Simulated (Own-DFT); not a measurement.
# Strain and stress in zincblende GaAs, 64 atoms (As32Ga32)

These are calculations, not measurements. They come from Own-DFT, an in-house plane-wave density functional program, since retired, whose code no person has reviewed. Each row is one single-point run on a periodic cell that was not relaxed, without spin or spin-orbit coupling.

Settings of every run: PBE; PseudoDojo norm-conserving scalar-relativistic files; cutoff 42 hartree; 3 x 3 x 3 k mesh centred on Gamma; Fermi-Dirac smearing of 0.1 eV.

Known limits: forces not confirmed at this smearing and k mesh; stress not checked against mesh or cutoff.

Unstrained cell vectors in Å: (11.307, 0.000, 0.000); (0.000, 11.307, 0.000); (0.000, 0.000, 11.307). The unstrained cell has measured lattice constants (interpolated for alloys), not those of this functional. That, the random moves and any unrelaxed bonds set the pressure at no strain. Each run strains this cell uniformly, with the atoms carried along. Every atom was also moved at random, by a Gaussian of width 0.05 Å on each axis. Strain is the symmetric tensor, in per cent. Stress is positive in tension, and the pressure is minus a third of its trace.

| run | e_xx (%) | e_yy (%) | e_zz (%) | e_yz (%) | e_xz (%) | e_xy (%) | s_xx (GPa) | s_yy (GPa) | s_zz (GPa) | s_yz (GPa) | s_xz (GPa) | s_xy (GPa) | P (GPa) | E (meV/atom) |
|---|---|---|---|---|---|---|---|---|---|---|---|---|---|---|
| 1 | 0.36 | 1.23 | -1.02 | 0.44 | 0.53 | 1.59 | -3.54 | -3.12 | -4.26 | 0.51 | 1.04 | 2.31 | 3.64 | 18.8 |
| 2 | -0.21 | -1.77 | -1.56 | -0.46 | 1.94 | -1.10 | -6.74 | -7.50 | -7.47 | -1.01 | 3.73 | -1.12 | 7.24 | 56.5 |
| 3 | -0.23 | 0.32 | -1.07 | 0.26 | -0.91 | 1.95 | -4.93 | -4.77 | -5.36 | 1.02 | -1.67 | 2.84 | 5.02 | 39.1 |
| 4 | 0.51 | -0.02 | 1.35 | 0.15 | 0.24 | 0.52 | -2.59 | -2.97 | -2.20 | -0.13 | 0.22 | 0.87 | 2.59 | 6.0 |
| 5 | 0.88 | -0.33 | 0.59 | -0.61 | 0.40 | 0.77 | -3.02 | -3.70 | -3.16 | -1.40 | 1.35 | 0.54 | 3.29 | 21.5 |
| 6 | 0.28 | -0.71 | 1.01 | 0.83 | -0.92 | 1.56 | -3.48 | -4.00 | -3.05 | 1.30 | -0.90 | 2.36 | 3.51 | 12.9 |
| 7 | 1.18 | 1.74 | 1.32 | -0.23 | 0.69 | 0.07 | -1.19 | -0.82 | -1.06 | -0.10 | 1.09 | 0.07 | 1.02 | 0.0 |
| 8 | -1.88 | -1.85 | -0.74 | -1.96 | -0.74 | -1.40 | -8.55 | -8.67 | -7.94 | -3.87 | -1.36 | -3.26 | 8.39 | 83.0 |
| 9 | 0.70 | 1.81 | -0.50 | 0.45 | -1.86 | -0.32 | -2.66 | -1.93 | -3.34 | 0.47 | -2.96 | -0.52 | 2.64 | 14.8 |
| 10 | -1.25 | 1.15 | -0.02 | -0.57 | -1.02 | 1.72 | -5.06 | -3.72 | -4.55 | -1.49 | -1.36 | 3.22 | 4.44 | 35.6 |
| 11 | -1.55 | -0.47 | 0.43 | 0.31 | -0.87 | -1.56 | -5.90 | -5.31 | -4.75 | 0.70 | -1.70 | -2.71 | 5.32 | 28.2 |
| 12 | 1.63 | 1.92 | -1.37 | -0.14 | 1.21 | -0.15 | -2.06 | -1.71 | -3.56 | -0.13 | 2.13 | -0.38 | 2.44 | 8.9 |
| 13 | 1.38 | -1.97 | -1.59 | -0.86 | -1.42 | -1.25 | -4.75 | -6.56 | -6.49 | -1.95 | -2.54 | -1.93 | 5.93 | 41.4 |
| 14 | -1.49 | 1.91 | -1.99 | -1.06 | 0.40 | -0.26 | -5.97 | -3.90 | -6.23 | -2.11 | 1.72 | 0.31 | 5.37 | 35.4 |
| 15 | 1.03 | -1.42 | -1.44 | 0.37 | -1.41 | 1.19 | ? | ? | ? | ? | ? | ? | ? | ? |

E is the free energy for each atom above the lowest run shown.

## Worked fit

Each stress component was fitted by least squares to a constant and the strains of the runs shown, as fractions, with shears doubled. Shear strains stay in the fit of a normal stress only where such slopes are resolved. The slopes, in GPa:

| stress | at no strain | per e_xx | per e_yy | per e_zz | scatter |
|---|---|---|---|---|---|
| s_xx | -4.2 | 120 ± 5 | 63 ± 4 | 65 ± 5 | 0.22 |
| s_yy | -4.2 | 67 ± 6 | 121 ± 5 | 62 ± 6 | 0.24 |
| s_zz | -4.2 | 66 ± 6 | 65 ± 4 | 120 ± 6 | 0.23 |

Each shear stress against twice its own strain: yz 98 ± 9, xz 89 ± 6, xy 78 ± 7 GPa. These are stiffnesses along x, y and z of the frame in which the cell vectors are given, which need not be the crystal's axes. The atoms are held to the strained lattice; where symmetry lets them move under strain, relaxing them would lower some slopes. The table should be nearly symmetric about its diagonal, and what it lacks of that shows the noise. A ninth of its sum, 83 ± 2 GPa, estimates the bulk modulus near the mean pressure of these runs, 4.3 GPa, so it lies above the value at zero pressure.

## Withheld run

Question: what normal stresses and pressure should run 15 give?

The fit gives s_xx = -4.8, s_yy = -6.2, s_zz = -6.2 and P = 5.7 GPa. The calculation gave -4.54, -6.13, -6.21 and P = 5.62 GPa.
